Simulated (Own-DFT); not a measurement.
# How strain changes the stress of beta-Si3N4, 112 atoms (N64Si48)

Calculated results; nothing here was measured. They come from Own-DFT, an in-house plane-wave density functional program, since retired, whose code no person has reviewed. Each row is one single-point run on a periodic cell that was not relaxed, without spin or spin-orbit coupling.

Settings of every run: PBE; PseudoDojo norm-conserving scalar-relativistic files; cutoff 42 hartree; 2 x 2 x 4 k mesh centred on Gamma; Fermi-Dirac smearing of 0.1 eV.

Known limits: forces on such cells moved up to 12 meV/angstrom on a denser k mesh; stress not checked against mesh or cutoff.

Unstrained cell vectors in Å: (15.212, 0.000, 0.000); (-7.606, 13.174, 0.000); (0.000, 0.000, 5.818). The unstrained cell has measured lattice constants (interpolated for alloys), not those of this functional. That, the random moves and any unrelaxed bonds set the pressure at no strain. Each run strains this cell uniformly, with the atoms carried along. Every atom was also moved at random, by a Gaussian of width 0.05 Å on each axis. Strain is the symmetric tensor, in per cent. Stress is positive in tension, and the pressure is minus a third of its trace.

| run | e_xx (%) | e_yy (%) | e_zz (%) | e_yz (%) | e_xz (%) | e_xy (%) | s_xx (GPa) | s_yy (GPa) | s_zz (GPa) | s_yz (GPa) | s_xz (GPa) | s_xy (GPa) | P (GPa) | E (meV/atom) |
|---|---|---|---|---|---|---|---|---|---|---|---|---|---|---|
| 1 | -1.25 | 0.62 | -1.25 | 1.10 | 0.94 | -0.61 | -16.46 | -7.26 | -17.98 | 3.76 | 4.71 | -4.01 | 13.90 | 42.8 |
| 2 | -1.09 | -0.83 | -0.93 | -0.69 | 0.17 | 1.73 | -16.22 | -16.08 | -16.27 | -2.57 | 2.22 | 7.28 | 16.19 | 41.6 |
| 3 | -1.66 | 0.05 | 1.46 | -1.92 | 0.27 | -0.26 | -14.70 | -6.26 | -4.97 | -6.35 | 1.32 | -1.77 | 8.65 | 32.7 |
| 4 | 1.83 | 0.13 | 0.44 | 1.73 | 0.20 | 0.90 | 3.04 | -3.22 | -6.57 | 6.27 | -0.31 | 4.67 | 2.25 | 9.0 |
| 5 | 1.11 | -0.08 | 0.22 | -0.33 | 1.18 | -0.25 | -0.06 | -6.58 | -7.40 | -1.51 | 4.92 | -2.33 | 4.68 | 0.0 |
| 6 | -1.66 | -1.56 | 1.57 | 1.62 | 1.30 | -1.72 | -14.64 | -17.32 | -3.51 | 5.71 | 4.70 | -6.93 | 11.82 | 26.6 |
| 7 | -1.13 | 1.75 | -0.29 | -0.01 | -0.43 | -1.89 | -12.91 | 0.42 | -11.48 | -0.09 | -1.87 | -8.42 | 7.99 | 29.5 |
| 8 | 1.47 | 1.92 | -1.17 | -1.94 | 0.80 | 0.50 | 1.20 | 4.35 | -15.45 | -6.06 | 1.98 | 2.44 | 3.30 | 22.3 |
| 9 | 1.26 | 1.70 | 0.06 | -0.38 | 1.89 | -0.90 | 1.68 | 2.68 | -8.45 | -0.92 | 5.55 | -1.06 | 1.36 | 27.6 |
| 10 | 1.96 | -1.47 | 0.22 | 1.62 | -1.79 | 1.79 | 1.01 | -14.13 | -7.44 | 5.08 | -5.86 | 7.66 | 6.85 | 30.2 |
| 11 | 0.64 | 0.26 | -0.54 | -1.53 | -0.51 | -1.93 | -4.51 | -6.50 | -13.53 | -5.68 | -2.94 | -8.14 | 8.18 | 43.6 |
| 12 | 1.24 | -0.91 | -1.12 | -0.48 | -0.56 | 1.50 | -4.90 | -9.80 | -18.01 | -0.77 | -1.63 | 5.35 | 10.90 | 26.6 |
| 13 | -0.29 | 1.02 | -0.20 | -0.86 | -0.97 | 1.52 | -7.37 | -2.47 | -14.14 | -2.16 | -3.91 | 6.19 | 7.99 | 54.1 |
| 14 | -1.78 | -0.74 | -0.40 | 1.43 | -0.59 | 1.89 | -18.85 | -13.44 | -16.42 | 4.76 | -3.72 | 6.72 | 16.23 | 63.5 |
| 15 | -1.04 | 1.04 | 0.30 | -0.03 | 0.30 | 1.25 | ? | ? | ? | ? | ? | ? | ? | ? |

E is the free energy for each atom above the lowest run shown.

## Worked fit

Each stress component was fitted by least squares to a constant and the strains of the runs shown, as fractions, with shears doubled. Shear strains stay in the fit of a normal stress only where such slopes are resolved. The slopes, in GPa:

```
stress,at no strain,per e_xx,per e_yy,per e_zz,scatter
s_xx,-7.6,547 ± 16,130 ± 20,200 ± 27,0.81
s_yy,-7.5,127 ± 25,558 ± 31,105 ± 42,1.25
s_zz,-10.8,96 ± 26,40 ± 33,576 ± 43,1.30
```

Each shear stress against twice its own strain: yz 169 ± 6, xz 190 ± 18, xy 213 ± 14 GPa. These are stiffnesses along x, y and z of the frame in which the cell vectors are given, which need not be the crystal's axes. The atoms are held to the strained lattice; where symmetry lets them move under strain, relaxing them would lower some slopes. The table should be nearly symmetric about its diagonal, and what it lacks of that shows the noise. A ninth of its sum, 264 ± 8 GPa, estimates the bulk modulus near the mean pressure of these runs, 8.6 GPa, so it lies above the value at zero pressure.

## Withheld run

Question: what normal stresses and pressure should run 15 give?

The fit gives s_xx = -11.3, s_yy = -2.7, s_zz = -9.7 and P = 7.9 GPa. The calculation gave -11.64, -1.93, -7.34 and P = 6.97 GPa.
